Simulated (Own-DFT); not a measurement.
# Energy and forces against displacement in rutile TiO2, 72 atoms (O48Ti24)

All numbers below are calculated, not measured. The program, named Own-DFT, is a retired in-house plane-wave density functional code that no person has reviewed. Each row is one single-point run on a periodic cell that was not relaxed, without spin or spin-orbit coupling.

Settings of every run: PBE; PseudoDojo norm-conserving scalar-relativistic files; cutoff 72 hartree; 3 x 3 x 3 k mesh centred on Gamma; Fermi-Dirac smearing of 0.1 eV.

Known limits, some of them of some rows only: some atoms lie very close together; oxygen file: force components 24 meV/angstrom off all-electron in a glass; forces on such cells passed a denser k mesh, each cell not checked; stress not checked against mesh or cutoff.

Cell vectors in Å: (9.187, 0.000, 0.000); (0.000, 9.187, 0.000); (0.000, 0.000, 8.876). In each run every atom was moved at random and independently from its ideal site; u is the rms move along one axis. E is the free energy for each atom above the fitted value at u = 0, and F the rms of the force components.

| run | u (Å) | E (meV/atom) | F (eV/Å) | largest force (eV/Å) | P (GPa) |
|---|---|---|---|---|---|
| 1 | 0.0182 | 6.9 | 0.319 | 1.15 | 4.95 |
| 2 | 0.0185 | 8.3 | 0.374 | 1.61 | 4.69 |
| 3 | 0.0194 | 7.4 | 0.327 | 1.85 | 4.63 |
| 4 | 0.0489 | 45.9 | 0.921 | 3.29 | 6.87 |
| 5 | 0.0495 | ? | ? | ? | ? |
| 6 | 0.0546 | 67.3 | 1.138 | 4.35 | 7.23 |
| 7 | 0.0776 | 123.8 | 1.596 | 5.87 | 9.59 |
| 8 | 0.0780 | 138.7 | 1.744 | 9.17 | 11.55 |
| 9 | 0.1201 | 319.0 | 2.961 | 16.42 | 17.39 |

## Worked fit

For small independent moves the energy grows as E = (3/2) K u², with K the mean stiffness felt by one atom. The runs with u up to 0.11 Å give K = 14.2 ± 0.5 eV/Å², with residuals divided by u² + 0.0006 Å², since the noise grows with the moves. The scatter is 3.8 meV/atom at u = 0.05 Å. The forces follow F = G u with G = 19.7 eV/Å²; no force at u = 0 is resolved. G exceeds K because the moves of its neighbours add to the force on an atom, and stiffness differs between atoms. The pressure follows P = 4.38 + 1020 u² GPa: at fixed volume, shortened bonds push harder than stretched ones pull.

## Withheld run

Question: what energy and rms force should run 5 give?

The fit gives 52 ± 4 meV/atom and about 0.98 eV/Å. The calculation gave 49.4 meV/atom and 0.948 eV/Å.
